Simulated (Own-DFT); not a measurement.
# Point defects and the pressure they add: D0_22 TiAl3

The numbers are computed, not measured, by runs of the plane-wave DFT program Own-DFT (in-house, retired, unreviewed) at fixed positions, with no spin and no spin-orbit coupling.

All runs used: PBE; PseudoDojo norm-conserving scalar-relativistic files; cutoff 42 hartree; 4 x 4 x 4 k mesh centred on Gamma; cold (Marzari-Vanderbilt) smearing of 0.2 eV.

Known weak points: forces on such cells failed a check on a denser k mesh; stress not checked against mesh or cutoff.

All runs share one cell, with vectors in Å (-2.365, -6.981, 4.326); (-7.667, 3.491, 1.442); (-2.950, -3.488, -7.241) and a volume of 625.4 Å³. The atoms are randomly displaced, by u rms on each axis. The defect's site can differ from row to row.

| cell | formula | u (Å) | P (GPa) |
|---|---|---|---|
| no defect | Al30Ti10 | 0.0180 | 1.95 |
| no defect | Al30Ti10 | 0.0526 | 2.66 |
| no defect | Al30Ti10 | 0.0555 | 2.78 |
| two Ti on an Al site each | Al28Ti12 | 0.0325 | 3.40 |
| two Ti on an Al site each | Al28Ti12 | 0.0347 | 3.14 |
| two Ti on an Al site each | Al28Ti12 | 0.0503 | 3.81 |
| two Al vacancies | Al28Ti10 | 0.0289 | ? |
| two Al vacancies | Al28Ti10 | 0.0298 | 1.19 |
| two Al vacancies | Al28Ti10 | 0.0491 | 1.57 |
| two Al vacancies | Al28Ti10 | 0.0498 | 1.70 |
| one Ti vacancy | Al30Ti9 | 0.0287 | 1.82 |
| one Ti vacancy | Al30Ti9 | 0.0448 | 2.21 |
| one Ti vacancy | Al30Ti9 | 0.0512 | 2.19 |
| two Al on a Ti site each | Al32Ti8 | 0.0257 | 2.82 |
| two Al on a Ti site each | Al32Ti8 | 0.0300 | 2.91 |
| two Al on a Ti site each | Al32Ti8 | 0.0493 | 3.33 |

## What the rows give

P = P0 + c u² + a shift for each defect gives P0 = 1.87 GPa, c = 291 ± 29 GPa/Å² and a scatter of 0.10 GPa. The shifts, and each times the cell's volume:

- two Ti on an Al site each: 1.12 ± 0.08 GPa, 4.4 eV (2.2 eV for each of its 2 sites)
- two Al on a Ti site each: 0.77 ± 0.08 GPa, 3.0 eV (1.5 eV for each of its 2 sites)
- one Ti vacancy: -0.32 ± 0.08 GPa, -1.3 eV
- two Al vacancies: -0.94 ± 0.08 GPa, -3.7 eV (-1.8 eV for each of its 2 sites)

A positive shift means that the defect pushes the cell outwards. Shift times volume (160.2 GPa Å³ is 1 eV) depends little on the cell's size, so, taken for each site, it can be compared between cells at like pressure. The atoms around the defects weren't relaxed, which would change these numbers.

## Prediction

Question: what pressure belongs in the blank (two Al vacancies, u = 0.0289 Å)?

The fit gives 1.17 ± 0.12 GPa. DFT gave 1.22 GPa.
